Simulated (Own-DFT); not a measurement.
# What a defect does to the pressure of its cell: zincblende InP

No measurement is shown. These are fixed-geometry runs of a retired plane-wave code named Own-DFT, which no person has reviewed; spin and spin-orbit coupling are neglected.

Method: PBE; PseudoDojo norm-conserving scalar-relativistic files; cutoff 36 hartree; 2 x 3 x 3 k mesh centred on Gamma; Fermi-Dirac smearing of 0.1 eV.

Known weak points (not all hold for every row): not probed for a lower state with spin; forces on such cells failed a check on a denser k mesh; forces not confirmed at this smearing and k mesh; stress not checked against mesh or cutoff.

All runs share one cell, with vectors in Å (17.606, 0.000, 0.000); (0.000, 11.737, 0.000); (0.000, 0.000, 11.737) and a volume of 2425.5 Å³. The atoms are randomly displaced, by u rms on each axis. The defect's site can differ from row to row.

| cell | formula | u (Å) | P (GPa) |
|---|---|---|---|
| no defect | In48P48 | 0.0191 | 3.20 |
| no defect | In48P48 | 0.0490 | 3.57 |
| no defect | In48P48 | 0.0509 | 3.57 |
| one In on a P site and one P on an In site | In48P48 | 0.0298 | ? |
| one In on a P site and one P on an In site | In48P48 | 0.0323 | 3.57 |
| one In on a P site and one P on an In site | In48P48 | 0.0470 | 3.79 |
| one In on a P site and one P on an In site | In48P48 | 0.0507 | 3.81 |
| two P on an In site each | In46P50 | 0.0292 | 3.02 |
| two P on an In site each | In46P50 | 0.0301 | 3.01 |
| two P on an In site each | In46P50 | 0.0508 | 3.34 |

## Analysis

P = P0 + c u² + a shift for each defect gives P0 = 3.13 GPa, c = 176 ± 9 GPa/Å² and a scatter of 0.02 GPa. The shifts, and each times the cell's volume:

- one In on a P site and one P on an In site: 0.25 ± 0.02 GPa, 3.8 eV
- two P on an In site each: -0.27 ± 0.02 GPa, -4.0 eV (-2.0 eV for each of its 2 sites)

Positive is outwards. The product with the volume (160.2 GPa Å³ to the eV) is nearly free of the cell's size; divided by the bulk modulus at the cell's pressure it gives the volume that the defect adds. The atoms around the defects weren't relaxed, which would change these numbers.

## Test on the hidden row

Asked: what pressure belongs in the blank (one In on a P site and one P on an In site, u = 0.0298 Å)?

From the fit: 3.54 ± 0.03 GPa. The hidden result is 3.56 GPa.
